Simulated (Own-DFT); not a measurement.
# One host, several defects: C11b WSi2

Source: density functional calculations with Own-DFT, an unreviewed in-house program that is no longer used. Nothing was measured or relaxed, and spin and spin-orbit coupling are left out.

Common settings: PBE; PseudoDojo norm-conserving scalar-relativistic files; cutoff 50 hartree; 5 x 5 x 5 k mesh centred on Gamma; cold (Marzari-Vanderbilt) smearing of 0.2 eV.

Caveats: forces on such cells failed a check on a denser k mesh; stress not checked against mesh or cutoff.

All runs share one cell, with vectors in Å (-2.148, -5.953, 3.409); (-6.444, 2.976, 1.136); (-2.553, -2.948, -6.757) and a volume of 403.2 Å³. Atoms were moved at random from their sites; u is the rms move along one axis. The defect's site can differ from row to row.

```
cell,formula,u (Å),P (GPa)
no defect,Si20W10,0.0201,4.55
no defect,Si20W10,0.0521,6.31
no defect,Si20W10,0.0551,7.10
one W on a Si site,Si19W11,0.0321,9.75
one W on a Si site,Si19W11,0.0533,11.85
one W on a Si site,Si19W11,0.0543,12.15
one Si on a W site,Si21W9,0.0304,6.23
one Si on a W site,Si21W9,0.0320,6.31
one Si on a W site,Si21W9,0.0539,?
one Si on a W site,Si21W9,0.0544,8.02
one W vacancy,Si20W9,0.0294,3.61
one W vacancy,Si20W9,0.0446,4.65
one W vacancy,Si20W9,0.0491,4.75
one Si vacancy,Si19W10,0.0311,3.23
one Si vacancy,Si19W10,0.0341,3.37
one Si vacancy,Si19W10,0.0446,4.45
```

## Worked fit

P = P0 + c u² + a shift for each defect gives P0 = 4.02 GPa, c = 960 ± 67 GPa/Å² and a scatter of 0.22 GPa. The shifts, and each times the cell's volume:

- one W on a Si site: 5.05 ± 0.18 GPa, 12.7 eV
- one Si on a W site: 1.26 ± 0.18 GPa, 3.2 eV
- one W vacancy: -1.36 ± 0.18 GPa, -3.4 eV
- one Si vacancy: -1.65 ± 0.19 GPa, -4.2 eV

A positive shift means that the defect pushes the cell outwards. Shift times volume (160.2 GPa Å³ is 1 eV) depends little on the cell's size, so, taken for each site, it can be compared between cells at like pressure. The atoms around the defects weren't relaxed, which would change these numbers.

## Test on the hidden row

Asked: what pressure belongs in the blank (one Si on a W site, u = 0.0539 Å)?

The fit gives 8.07 ± 0.27 GPa. The hidden result is 7.65 GPa.
